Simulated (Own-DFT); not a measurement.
# Which defects push the lattice out? zincblende InP

The numbers are computed, not measured, by runs of the plane-wave DFT program Own-DFT (in-house, retired, unreviewed) at fixed positions, with no spin and no spin-orbit coupling.

Settings: PBE; PseudoDojo norm-conserving scalar-relativistic files; cutoff 36 hartree; 2 x 3 x 3 k mesh centred on Gamma; Fermi-Dirac smearing of 0.1 eV.

Caveats (not all hold for every row): not probed for a lower state with spin; forces on such cells failed a check on a denser k mesh; forces not confirmed at this smearing and k mesh; stress not checked against mesh or cutoff.

All runs share one cell, with vectors in Å (17.606, 0.000, 0.000); (0.000, 11.737, 0.000); (0.000, 0.000, 11.737) and a volume of 2425.5 Å³. The atoms are randomly displaced, by u rms on each axis. The defect's site can differ from row to row.

| cell | formula | u (Å) | P (GPa) |
|---|---|---|---|
| no defect | In48P48 | 0.0205 | 3.20 |
| no defect | In48P48 | 0.0487 | 3.57 |
| no defect | In48P48 | 0.0488 | 3.61 |
| one In on a P site and one P on an In site | In48P48 | 0.0280 | ? |
| one In on a P site and one P on an In site | In48P48 | 0.0311 | 3.54 |
| one In on a P site and one P on an In site | In48P48 | 0.0495 | 3.87 |
| one In on a P site and one P on an In site | In48P48 | 0.0525 | 3.87 |
| two P on an In site each | In46P50 | 0.0284 | 3.00 |
| two P on an In site each | In46P50 | 0.0310 | 3.00 |
| two P on an In site each | In46P50 | 0.0494 | 3.22 |

## Fit

P = P0 + c u² + a shift for each defect gives P0 = 3.14 GPa, c = 184 ± 15 GPa/Å² and a scatter of 0.04 GPa. The shifts, and each times the cell's volume:

- one In on a P site and one P on an In site: 0.24 ± 0.03 GPa, 3.6 eV
- two P on an In site each: -0.33 ± 0.03 GPa, -5.0 eV (-2.5 eV for each of its 2 sites)

A positive shift means that the defect pushes the cell outwards. Shift times volume (160.2 GPa Å³ is 1 eV) depends little on the cell's size, so, taken for each site, it can be compared between cells at like pressure. The atoms around the defects weren't relaxed, which would change these numbers.

## Prediction

Asked: what pressure belongs in the blank (one In on a P site and one P on an In site, u = 0.0280 Å)?

The fitted form gives 3.53 ± 0.05 GPa. The calculation gave 3.53 GPa.
